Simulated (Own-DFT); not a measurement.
# Response to strain: grey tin, 32 atoms (Sn32)

Calculated results; nothing here was measured. They come from Own-DFT, an in-house plane-wave density functional program, since retired, whose code no person has reviewed. Each row is one single-point run on a periodic cell that was not relaxed, without spin or spin-orbit coupling.

Settings of every run: PBE; PseudoDojo norm-conserving scalar-relativistic files; cutoff 42 hartree; 3 x 3 x 5 k mesh centred on Gamma; cold (Marzari-Vanderbilt) smearing of 0.2 eV.

Known limits: forces on such cells failed a check on a denser k mesh; stress not checked against mesh or cutoff.

Unstrained cell vectors in Å: (12.978, 0.000, 0.000); (0.000, 12.978, 0.000); (0.000, 0.000, 6.489). The unstrained cell has measured lattice constants (interpolated for alloys), not those of this functional. That, the random moves and any unrelaxed bonds set the pressure at no strain. Each run strains this cell uniformly, with the atoms carried along. Every atom was also moved at random, by a Gaussian of width 0.05 Å on each axis. Strain is the symmetric tensor, in per cent. Stress is positive in tension, and the pressure is minus a third of its trace.

| run | e_xx (%) | e_yy (%) | e_zz (%) | s_xx (GPa) | s_yy (GPa) | s_zz (GPa) | P (GPa) | E (meV/atom) |
|---|---|---|---|---|---|---|---|---|
| 1 | 0.50 | 0.50 | 0.00 | -3.10 | -3.03 | -3.23 | 3.12 | 12.4 |
| 2 | -1.75 | -1.75 | 0.00 | -5.76 | -5.67 | -5.10 | 5.51 | 41.9 |
| 3 | -2.25 | -2.25 | 0.00 | -6.49 | -6.50 | -5.87 | 6.29 | 68.8 |
| 4 | 0.50 | 0.50 | 0.00 | -3.09 | -3.05 | -3.22 | 3.12 | 10.5 |
| 5 | -0.25 | -0.25 | 0.00 | -3.97 | -3.88 | -3.88 | 3.91 | 26.2 |
| 6 | -1.75 | -1.75 | 0.00 | -5.73 | -5.78 | -5.21 | 5.57 | 47.5 |
| 7 | -0.25 | -0.25 | 0.00 | -3.96 | -3.87 | -3.98 | 3.94 | 26.7 |
| 8 | 2.00 | 2.00 | 0.00 | -1.57 | -1.58 | -2.19 | 1.78 | 0.0 |
| 9 | -0.75 | -0.75 | 0.00 | -4.37 | -4.50 | -4.19 | 4.35 | 22.4 |
| 10 | -0.75 | -0.75 | 0.00 | -4.44 | -4.56 | -4.21 | 4.41 | 29.1 |
| 11 | -2.25 | -2.25 | 0.00 | -6.30 | -6.35 | -5.62 | 6.09 | 50.5 |
| 12 | 1.50 | 1.50 | 0.00 | ? | ? | ? | ? | ? |

E is the free energy for each atom above the lowest run shown.

## Worked fit

The change of volume is close to e_xx + e_yy + e_zz. A straight line through the runs shown gives P = 3.71 - 53 x (fractional change of volume) GPa, with an error of 1 on the slope and a scatter of 0.12 GPa. The strain isn't the same on all axes, but the crystal is cubic, so the slope still estimates the bulk modulus, averaged over pressures from 1.8 to 6.3 GPa.

## Withheld run

Question: what pressure should run 12 give? Its volume changes by 3.02 %.

The line gives 2.1 GPa. The calculation gave 2.13 GPa.
